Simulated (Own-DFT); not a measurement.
# Computed records: GaAs (zincblende with one plane slipped along a stacking-fault path, atoms displaced)

A calculation, not a measurement: plane-wave PBE density functional theory by an unreviewed code, no spin, of a simulated periodic cell, stress positive in tension, free energy of the whole cell less one offset for each atom, forces on such cells passed a denser k mesh, this cell's mesh not checked; offsets are fitted by least squares, one for each functional and potential file, so energies compare only between cells with the same atoms and settings and are not formation energies; the far tail of each file's local potential was reset to the Coulomb form; each entry is a single point on an unrelaxed cell, so the pressure reflects the starting lattice, mostly measured values (interpolated for alloys), from which strain is counted, and rises with the displacements; printed positions are rounded, which can move forces by about a meV/angstrom; the program, named Own-DFT, is a retired in-house code; no spin-orbit coupling. Program: Own-DFT development build.

### GaAs (zincblende with one plane slipped along a stacking-fault path, atoms displaced)

```
GaAs
1.0
      5.6533    -5.6533     0.0000
      0.0000     5.6533    -5.6533
     11.7777    11.7777    10.3644
Ga As Ga As Ga As Ga As Ga As Ga As Ga As Ga As Ga As Ga As Ga As Ga As Ga As Ga As Ga As Ga As Ga As Ga As Ga As Ga As Ga As Ga As Ga As Ga As
1 1 1 1 1 1 1 1 1 1 1 1 1 1 1 1 1 1 1 1 1 1 1 1 1 1 1 1 1 1 1 1 1 1 1 1 1 1 1 1 1 1 1 1 1 1 1 1
Direct
  0.02042 0.01764 0.99834
  0.99943 0.98019 0.13083
  0.16152 0.29537 0.16356
  0.13853 0.28233 0.29253
  0.32705 0.12680 0.32988
  0.30222 0.08528 0.45671
  0.05692 0.08063 0.49890
  0.03525 0.04907 0.62648
  0.18490 0.38963 0.66294
  0.18890 0.37401 0.79149
  0.35101 0.20019 0.83331
  0.35313 0.19551 0.95521
  0.00299 0.49760 0.99447
  0.98280 0.47665 0.11997
  0.14445 0.79493 0.16367
  0.14302 0.78022 0.29488
  0.30778 0.61241 0.33236
  0.29087 0.58913 0.46005
  0.05815 0.59200 0.50578
  0.02823 0.57589 0.61973
  0.18605 0.89268 0.66687
  0.17300 0.86209 0.79397
  0.34651 0.68777 0.83371
  0.33992 0.67507 0.95908
  0.50753 0.00088 0.00163
  0.49026 0.98943 0.12146
  0.64852 0.30085 0.17224
  0.64008 0.28867 0.29250
  0.80032 0.11870 0.33489
  0.79620 0.09223 0.45952
  0.54497 0.06855 0.49967
  0.54023 0.07108 0.62108
  0.68985 0.37603 0.66457
  0.69566 0.38175 0.79573
  0.84439 0.19260 0.83802
  0.84667 0.17717 0.95820
  0.50101 0.49325 0.99748
  0.48843 0.49576 0.12641
  0.65140 0.80931 0.16886
  0.62961 0.77269 0.28900
  0.80848 0.60760 0.33662
  0.79977 0.60113 0.45611
  0.54244 0.59362 0.49975
  0.53788 0.57642 0.62381
  0.69490 0.88980 0.66815
  0.68116 0.87069 0.79391
  0.86380 0.70854 0.83638
  0.81670 0.65923 0.95677
```

| Item | Value |
| --- | --- |
| functional | PBE |
| potential files | PseudoDojo norm-conserving, scalar-relativistic, standard set |
| wave cutoff | 42 hartree |
| occupations | Fermi-Dirac |
| smearing width | 0.1 eV |
| k mesh | 4 x 4 x 2 centred on Gamma |
| free energy of cell above offsets | -10.609 eV |
| pressure | 6.32 GPa |
| stress xx | -6.62 GPa |
| stress yy | -7.99 GPa |
| stress zz | -4.34 GPa |
| stress yz | -1.13 GPa |
| stress xz | 0.34 GPa |
| stress xy | 1.66 GPa |

Force:
| element | x (eV/Å) | y (eV/Å) | z (eV/Å) |
| --- | --- | --- | --- |
| Ga | -0.16 | -0.01 | 1.255 |
| As | -1.749 | -0.528 | -0.152 |
| Ga | 0.197 | 1.792 | -0.6 |
| As | -0.097 | -0.274 | -0.186 |
| Ga | -1.39 | 1.214 | 1.544 |
| As | -0.912 | -2.492 | -2.007 |
| Ga | -0.124 | 2.948 | 1.603 |
| As | -1.28 | 1.42 | -1.67 |
| Ga | 0.498 | -0.138 | -0.162 |
| As | -0.93 | -0.273 | 0.41 |
| Ga | -0.285 | -0.541 | -0.338 |
| As | -0.552 | -1.09 | 1.879 |
| Ga | 0.072 | 0.921 | -0.217 |
| As | 0.275 | -0.29 | 0.829 |
| Ga | 1.038 | -0.16 | 0.495 |
| As | -0.389 | -0.18 | -0.996 |
| Ga | -0.215 | 0.32 | 0.721 |
| As | -1.52 | -3.399 | -1.974 |
| Ga | -2.022 | 2.75 | 0.239 |
| As | 1.2 | 1.005 | 1.9 |
| Ga | 1.744 | -1.142 | 0.758 |
| As | 1.307 | -1.158 | -1.203 |
| Ga | 0.134 | 0.594 | -0.386 |
| As | 0.008 | -0.133 | -0.219 |
| Ga | -0.529 | -0.206 | -0.791 |
| As | 0.483 | 0.447 | 1.098 |
| Ga | -0.664 | -0.327 | -1.386 |
| As | 1.058 | -0.707 | -0.515 |
| Ga | -0.047 | -0.841 | 0.702 |
| As | 0.7 | -3.527 | -1.98 |
| Ga | 0.087 | 2.875 | 1.761 |
| As | -0.418 | 0.138 | 1.569 |
| Ga | 0.798 | 1.31 | -0.821 |
| As | -0.827 | -0.69 | -0.04 |
| Ga | -0.293 | -0.571 | -0.822 |
| As | -0.136 | 0.225 | 0.744 |
| Ga | 0.572 | 2.107 | -0.102 |
| As | 0.037 | -1.616 | 0.365 |
| Ga | -0.187 | 0.02 | -1.019 |
| As | 1.623 | 0.371 | -0.206 |
| Ga | -0.414 | 0.146 | -0.87 |
| As | 0.346 | -1.277 | -0.606 |
| Ga | 2.197 | 0.634 | 1.298 |
| As | -0.321 | -0.217 | 1.12 |
| Ga | 0.294 | 0.336 | -0.268 |
| As | 0.157 | -0.424 | -0.122 |
| Ga | -1.507 | 0.912 | 0.479 |
| As | 2.141 | -0.274 | -1.113 |
